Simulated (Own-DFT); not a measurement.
# PBE against PBEsol on the same cells

Calculated results; nothing here was measured. They come from Own-DFT, an in-house plane-wave density functional program, since retired, whose code no person has reviewed. Each row is one single-point run on a periodic cell that was not relaxed, without spin or spin-orbit coupling.

Known limits, some of them of some rows only: forces on such cells failed a check on a denser k mesh; forces on such cells moved up to 12 meV/angstrom on a denser k mesh; forces on such cells passed a denser k mesh, each cell not checked; stress not checked against mesh or cutoff.

Each cell was run twice at the same cutoff, k mesh and smearing, with PBE and with PBEsol, on PseudoDojo norm-conserving files made for PBE. Atoms were moved at random from their sites; u is the rms move along one axis. Files made for PBEsol would give a somewhat different change.

| cell | atoms | volume (Å³/atom) | u (Å) | cutoff (hartree) | P with PBE (GPa) | P with PBEsol (GPa) | change (GPa) |
|---|---|---|---|---|---|---|---|
| C11b WSi2 (Si20W10) | 30 | 13.42 | 0.055 | 50 | 7.57 | 3.46 | -4.11 |
| C11b WSi2 (Si20W10) | 30 | 13.44 | 0.020 | 50 | 4.39 | 0.30 | -4.09 |
| C11b WSi2 (Si20W10) | 30 | 13.55 | 0.047 | 50 | 4.18 | 0.12 | -4.06 |
| C40 NbSi2 with two Nb vacancies (Nb10Si24) | 34 | 15.50 | 0.029 | 42 | -0.28 | -3.54 | -3.25 |
| C40 NbSi2 with two Nb vacancies (Nb10Si24) | 34 | 15.50 | 0.029 | 42 | -0.02 | -3.28 | -3.26 |
| C40 NbSi2 with two Nb vacancies (Nb10Si24) | 34 | 15.50 | 0.082 | 42 | 3.02 | -0.25 | -3.27 |
| L1_0 TiAl (Al16Ti16) | 32 | 16.69 | 0.049 | 42 | -2.50 | -5.18 | -2.68 |
| L1_0 TiAl (Al16Ti16) | 32 | 16.06 | 0.101 | 42 | 3.92 | 1.07 | -2.84 |
| L1_0 TiAl (Al16Ti16) | 32 | 16.06 | 0.150 | 42 | 6.93 | 4.08 | -2.85 |
| beta-Si3N4 (N24Si18) | 42 | 10.33 | 0.051 | 42 | 10.90 | 8.48 | -2.42 |
| beta-Si3N4 (N24Si18) | 42 | 10.41 | 0.089 | 42 | 11.29 | 8.85 | -2.44 |
| beta-Si3N4 (N64Si48) | 112 | 10.34 | 0.050 | 42 | 10.00 | ? | ? |

## Worked reading

Mean change of pressure by composition, in GPa: Si2W, -4.08; Nb5Si12, -3.26; AlTi, -2.79; N4Si3, -2.43. At a fixed cell PBEsol gives the lower pressure, because it favours a smaller volume than PBE. Here the change varies more between materials than between cells of one material.

## Withheld value

Question: what PBEsol pressure should the N64Si48 cell with the blank give?

Adding the mean change of the cells with its composition, -2.43 GPa, to 10.00 gives 7.6 GPa. The calculation gave 7.58 GPa.
